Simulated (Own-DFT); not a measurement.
# Energy and forces against displacement in diamond germanium, 16 atoms (Ge16)

Calculated results; nothing here was measured. They come from Own-DFT, an in-house plane-wave density functional program, since retired, whose code no person has reviewed. Each row is one single-point run on a periodic cell that was not relaxed, without spin or spin-orbit coupling.

Settings of every run: PBE; PseudoDojo norm-conserving scalar-relativistic files; cutoff 42 hartree; 5 x 5 x 5 k mesh centred on Gamma; Fermi-Dirac smearing of 0.1 eV.

Known limits: k mesh not checked against a denser one; stress not checked against mesh or cutoff.

Cell vectors in Å: (0.000, 5.658, 5.658); (5.658, 0.000, 5.658); (5.658, 5.658, 0.000). In each run every atom was moved at random and independently from its ideal site; u is the rms move along one axis. E is the free energy for each atom above the fitted value at u = 0, and F the rms of the force components.

| run | u (Å) | E (meV/atom) | F (eV/Å) | largest force (eV/Å) | P (GPa) |
|---|---|---|---|---|---|
| 1 | 0.0165 | 4.8 | 0.227 | 0.64 | 3.86 |
| 2 | 0.0188 | 5.2 | 0.240 | 0.66 | 3.85 |
| 3 | 0.0210 | 8.8 | 0.326 | 0.95 | 3.91 |
| 4 | 0.0515 | 50.8 | 0.818 | 2.25 | 4.50 |
| 5 | 0.0547 | 50.2 | 0.795 | 1.87 | 4.41 |
| 6 | 0.0547 | ? | ? | ? | ? |
| 7 | 0.1022 | 177.7 | 1.458 | 5.20 | 6.21 |
| 8 | 0.1028 | 189.4 | 1.729 | 5.34 | 6.20 |
| 9 | 0.1100 | 211.4 | 1.723 | 6.03 | 6.42 |
| 10 | 0.1728 | 566.6 | 3.202 | 9.52 | 10.66 |

## Worked fit

For small independent moves the energy grows as E = (3/2) K u², with K the mean stiffness felt by one atom. The runs with u up to 0.11 Å give K = 11.8 ± 0.4 eV/Å², with residuals divided by u² + 0.0006 Å², since the noise grows with the moves. The scatter is 3.0 meV/atom at u = 0.05 Å. The forces follow F = G u with G = 14.9 eV/Å²; no force at u = 0 is resolved. G exceeds K because the moves of its neighbours add to the force on an atom, and stiffness differs between atoms. At u = 0.173 Å the parabola gives 528 meV/atom and the run 567. The pressure follows P = 3.80 + 229 u² GPa: at fixed volume, shortened bonds push harder than stretched ones pull.

## Withheld run

Question: what energy and rms force should run 6 give?

The fit gives 53 ± 4 meV/atom and about 0.82 eV/Å. The calculation gave 56.5 meV/atom and 0.819 eV/Å.
